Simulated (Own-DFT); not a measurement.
# Response to strain: wurtzite GaN, 72 atoms (Ga36N36)

Everything here is calculated. The program is Own-DFT (plane waves, in-house, since retired, never reviewed by a person); positions were held fixed, and spin and spin-orbit coupling were off.

Settings: PBE; PseudoDojo norm-conserving scalar-relativistic files (stringent for Ga); cutoff 96 hartree; 4 x 4 x 3 k mesh centred on Gamma; Gaussian smearing of 0.01 eV.

Known weak points: forces not confirmed at this smearing and k mesh; stress not checked against mesh or cutoff.

Unstrained cell vectors in Å: (9.567, 0.000, 0.000); (-4.784, 8.285, 0.000); (0.000, 0.000, 10.370). The unstrained cell has measured lattice constants (interpolated for alloys), not those of this functional. That, the random moves and any unrelaxed bonds set the pressure at no strain. A uniform strain is put on this cell, atoms riding along. Random moves of width 0.05 Å per axis were added to every atom. Stress is counted positive in tension, P = -(s_xx + s_yy + s_zz)/3, and strain components are those of the symmetric tensor.

```
run  e_xx (%)  e_yy (%)  e_zz (%)  e_yz (%)  e_xz (%)  e_xy (%)  s_xx (GPa)  s_yy (GPa)  s_zz (GPa)  s_yz (GPa)  s_xz (GPa)  s_xy (GPa)  P (GPa)  E (meV/atom)
  1     -1.70     -1.86     -0.02     -0.49     -0.07     -1.86      -17.04      -17.84       -9.55       -1.47        0.23       -7.91    14.81          36.8
  2     -1.63      0.22     -0.86      0.01      1.39      0.19      -14.61       -8.22      -12.06       -0.21        2.22        2.44    11.63          24.6
  3      1.34      0.97      2.00      0.92     -0.17     -0.06        0.17       -0.52        2.79        1.29       -0.61       -0.01    -0.81           1.6
  4     -1.36     -0.29      0.06      0.28     -0.43     -0.20      -12.73       -9.92       -8.50        0.15       -1.08       -0.88    10.38          20.0
  5     -0.25     -1.19     -1.96      1.55     -0.80     -0.91      -11.54      -14.00      -16.26        3.29       -1.48       -2.88    13.94          31.9
  6     -0.35     -1.29     -0.81     -0.05      1.55     -1.18      -10.31      -13.76      -12.13       -0.23        2.25       -4.23    12.07          28.7
  7     -0.44     -0.95      0.83     -1.79      1.01     -1.03       -9.99      -12.11       -4.76       -3.29        1.90       -3.12     8.95          35.7
  8      0.45      1.14      0.76     -1.57      0.08      1.12       -3.06       -1.93       -2.54       -3.61        0.47        3.15     2.51           0.0
  9     -0.07     -0.96      0.63     -0.66      1.17      1.37       -8.59       -9.72       -5.58       -0.44        2.34        5.42     7.96          24.8
 10     -1.85     -1.18     -1.62      0.97      0.30     -0.70      -20.06      -13.62      -17.71        2.39        1.19       -3.21    17.13          42.7
 11      1.82      1.92     -0.48      1.19     -1.34      0.44        1.77        2.21       -7.58        1.97       -2.57        1.21     1.20           9.6
 12     -1.30     -1.26      1.70      0.28     -1.25      1.50      -13.54      -14.10       -1.46        0.38       -2.69        5.96     9.70          43.8
 13     -0.71     -0.03      0.46     -1.47     -0.47      0.65       -9.16       -6.79       -7.39       -2.16       -0.82        2.59     7.78          15.1
 14     -0.03      0.58     -0.59      1.78      0.69     -1.75       -7.76       -4.94       -9.26        3.73        2.34       -6.34     7.32          20.4
 15      0.77     -1.30      1.66      0.09      1.17     -0.29           ?           ?           ?           ?           ?           ?        ?             ?
```

E is the free energy for each atom above the lowest run shown.

## Working it out

Regress every stress component on the fractional strains (shears doubled) of the visible runs, with a constant. Shear strains stay in the fit of a normal stress only where such slopes are resolved. The slopes, in GPa:

| stress | at no strain | per e_xx | per e_yy | per e_zz | scatter |
|---|---|---|---|---|---|
| s_xx | -7.6 | 417 ± 33 | 127 ± 32 | 87 ± 22 | 0.89 |
| s_yy | -7.2 | 88 ± 32 | 444 ± 31 | 38 ± 22 | 0.86 |
| s_zz | -7.5 | 84 ± 25 | 50 ± 24 | 438 ± 17 | 0.68 |

The slope of each shear stress on twice its own strain, from a fit on all six strains: yz 97 ± 8, xz 92 ± 10, xy 197 ± 13 GPa. These are stiffnesses along x, y and z of the frame in which the cell vectors are given, with the crystal's c axis along z: C11, C12, C13 and C33. Hexagonal symmetry asks that xx and yy behave alike, which is a second check on the noise. No internal relaxation is included, and where it is allowed it would reduce some of the slopes. The table should be nearly symmetric about its diagonal, and what it lacks of that shows the noise. A ninth of the table's sum, 197 ± 4 GPa, estimates the bulk modulus near the mean pressure of these runs, 8.9 GPa, so it lies above the value at zero pressure.

## Prediction

Asked: what normal stresses and pressure should run 15 give?

Estimate: s_xx = -4.6, s_yy = -11.7, s_zz = -0.3 and P = 5.5 GPa. DFT gave -4.60, -9.16, -1.70 and P = 5.15 GPa.
